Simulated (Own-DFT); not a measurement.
# Reading a pressure off an energy slope: monoclinic HfO2, 94 atoms (Hf32O62), with two O vacancies

All values are computed. Each geometry was run twice at fixed positions with Own-DFT, a retired in-house plane-wave program that no person has reviewed: with PBE, and with HSE06 (exact exchange share 0.25 at short range, screening 0.11 per bohr, Gygi-Baldereschi treatment of its divergence). Both used PseudoDojo norm-conserving files made for PBE, a cutoff of 48 hartree, the Gamma point alone, fixed occupations, a neutral cell and no spin. One k point on a cell 10.1 Å thick isn't converged, and results move with the size of the cell. The hafnium file keeps the 4f electrons in the core, and its forces lie about 75 meV/Å off all-electron values. The oxygen file's force components were 24 meV/Å off all-electron values in a glass.

Unstrained cell vectors in Å: (10.234, 0.000, 0.000); (0.000, 10.350, 0.000); (-1.696, 0.000, 10.445), volume V0 = 1106.4 Å³, from measured lattice constants. Each geometry has its own random strain of a few per cent, its own defect sites and random moves of rms u per axis. HSE06 gave the energy alone. D is its energy less that of PBE, over the lowest D shown. The PBE stress wasn't checked against mesh or cutoff.

| run | V - V0 (Å³) | u (Å) | P with PBE (GPa) | D (eV) |
|---|---|---|---|---|
| 1 | -7.6 | 0.0483 | 7.65 | 1.031 |
| 2 | -24.3 | 0.0311 | 9.41 | 0.520 |
| 3 | 16.7 | 0.0514 | 2.22 | 1.662 |
| 4 | -43.3 | 0.0297 | 14.85 | 0.000 |
| 5 | 0.2 | 0.0485 | 5.02 | 1.393 |
| 6 | -15.0 | 0.0318 | 7.57 | 0.736 |
| 7 | -2.2 | 0.0554 | 7.34 | 1.315 |
| 8 | 4.0 | 0.0496 | 5.40 | 1.375 |
| 9 | -23.8 | 0.0512 | 11.47 | 0.670 |
| 10 | 31.4 | 0.0524 | -1.66 | 2.154 |
| 11 | 10.8 | 0.0505 | 3.59 | 1.473 |
| 12 | -12.9 | 0.0528 | 8.04 | 1.052 |
| 13 | -32.0 | 0.0469 | 13.95 | ? |

## Fit

D = 1.00 + 0.0251 (V - V0) + 116 u² eV, with an error of 0.0012 on the volume slope, 32 on the last term and a scatter of 0.06 eV. Pressure is -dE/dV, and 1 eV/Å³ is 160.2 GPa, so HSE06 changes the pressure by -4.0 ± 0.2 GPa. With the ions held to the strained lattice, the PBE pressure falls by 260 ± 13 GPa per unit of volume strain; the shape of the strain isn't fitted, so the true error is larger, and a relaxed crystal would be softer. On that slope HSE06's volume at a given pressure is about 1.5 % smaller, or 0.5 % in lengths. At u = 0 and V0 the PBE pressure is 3.2 GPa, which puts the zero-pressure volume, against the measured cell and with the defects in, at +1.2 % for PBE and -0.3 % for HSE06, each good to a few tenths of a per cent.

## The run left out

Question: what D should run 13 give?

The fit gives 0.45 eV, with rows scattering by 0.06. Computed: 0.499 eV.
